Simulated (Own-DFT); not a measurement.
# What a defect does to the pressure of its cell: zincblende GaAs

No measurement is shown. These are fixed-geometry runs of a retired plane-wave code named Own-DFT, which no person has reviewed; spin and spin-orbit coupling are neglected.

All runs used: PBE; PseudoDojo norm-conserving scalar-relativistic files; cutoff 42 hartree; 3 x 3 x 3 k mesh centred on Gamma; Fermi-Dirac smearing of 0.1 eV.

Limits (not all hold for every row): not probed for a lower state with spin; forces not confirmed at this smearing and k mesh; stress not checked against mesh or cutoff.

All runs share one cell, with vectors in Å (11.737, 0.000, 0.000); (0.000, 11.737, 0.000); (0.000, 0.000, 10.833) and a volume of 1492.4 Å³, strained against the parent crystal. Atoms were moved at random from their sites; u is the rms move along one axis. The defect's site can differ from row to row.

| cell | formula | u (Å) | P (GPa) |
|---|---|---|---|
| no defect | As32Ga32 | 0.0285 | 1.26 |
| no defect | As32Ga32 | 0.0308 | 1.25 |
| no defect | As32Ga32 | 0.0523 | 1.59 |
| one As vacancy and one Ga vacancy | As31Ga31 | 0.0293 | 0.98 |
| one As vacancy and one Ga vacancy | As31Ga31 | 0.0296 | 0.85 |
| one As vacancy and one Ga vacancy | As31Ga31 | 0.0494 | 1.16 |
| one Al on a Ga site | AlAs32Ga31 | 0.0296 | 1.20 |
| one Al on a Ga site | AlAs32Ga31 | 0.0338 | 1.30 |
| one Al on a Ga site | AlAs32Ga31 | 0.0470 | 1.45 |
| one Al on a Ga site | AlAs32Ga31 | 0.0524 | ? |

## Fit

P = P0 + c u² + a shift for each defect gives P0 = 1.11 GPa, c = 171 ± 21 GPa/Å² and a scatter of 0.05 GPa. The shifts, and each times the cell's volume:

- one Al on a Ga site: -0.03 ± 0.04 GPa, -0.3 eV (not resolved)
- one As vacancy and one Ga vacancy: -0.35 ± 0.04 GPa, -3.2 eV

A positive shift means that the defect pushes the cell outwards. Shift times volume (160.2 GPa Å³ is 1 eV) depends little on the cell's size, so, taken for each site, it can be compared between cells at like pressure. The atoms around the defects weren't relaxed, which would change these numbers.

## The run left out

The question: what pressure belongs in the blank (one Al on a Ga site, u = 0.0524 Å)?

The fit gives 1.55 ± 0.06 GPa. DFT gave 1.63 GPa.
